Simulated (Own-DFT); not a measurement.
# What a defect does to the pressure of its cell: C11b WSi2

Source: density functional calculations with Own-DFT, an unreviewed in-house program that is no longer used. Nothing was measured or relaxed, and spin and spin-orbit coupling are left out.

Method: PBE; PseudoDojo norm-conserving scalar-relativistic files; cutoff 50 hartree; 5 x 5 x 5 k mesh centred on Gamma; cold (Marzari-Vanderbilt) smearing of 0.2 eV.

Keep in mind: forces on such cells failed a check on a denser k mesh; stress not checked against mesh or cutoff.

All runs share one cell, with vectors in Å (-2.148, -5.953, 3.409); (-6.444, 2.976, 1.136); (-2.553, -2.948, -6.757) and a volume of 403.2 Å³. Atoms were moved at random from their sites; u is the rms move along one axis. The defect's site can differ from row to row.

```
cell,formula,u (Å),P (GPa)
no defect,Si20W10,0.0206,4.42
no defect,Si20W10,0.0501,5.84
no defect,Si20W10,0.0565,6.61
one W on a Si site,Si19W11,0.0290,9.93
one W on a Si site,Si19W11,0.0486,11.01
one W on a Si site,Si19W11,0.0491,10.97
one W vacancy,Si20W9,0.0310,3.33
one W vacancy,Si20W9,0.0315,?
one W vacancy,Si20W9,0.0469,3.87
one W vacancy,Si20W9,0.0497,5.14
one Si vacancy,Si19W10,0.0277,3.24
one Si vacancy,Si19W10,0.0298,3.30
one Si vacancy,Si19W10,0.0528,4.68
one Si on a W site,Si21W9,0.0290,6.12
one Si on a W site,Si21W9,0.0300,6.59
one Si on a W site,Si21W9,0.0475,6.98
```

## Worked fit

P = P0 + c u² + a shift for each defect gives P0 = 4.13 GPa, c = 730 ± 92 GPa/Å² and a scatter of 0.30 GPa. The shifts, and each times the cell's volume:

- one W on a Si site: 5.14 ± 0.25 GPa, 12.9 eV
- one Si on a W site: 1.46 ± 0.26 GPa, 3.7 eV
- one W vacancy: -1.39 ± 0.25 GPa, -3.5 eV
- one Si vacancy: -1.47 ± 0.25 GPa, -3.7 eV

Against the defect-free cell, a freed cell would be larger where the shift is positive and smaller where it is negative (160.2 GPa Å³ is 1 eV). The atoms around the defects weren't relaxed, which would change these numbers.

## The run left out

The question: what pressure belongs in the blank (one W vacancy, u = 0.0315 Å)?

Estimate: 3.47 ± 0.36 GPa. DFT gave 3.43 GPa.
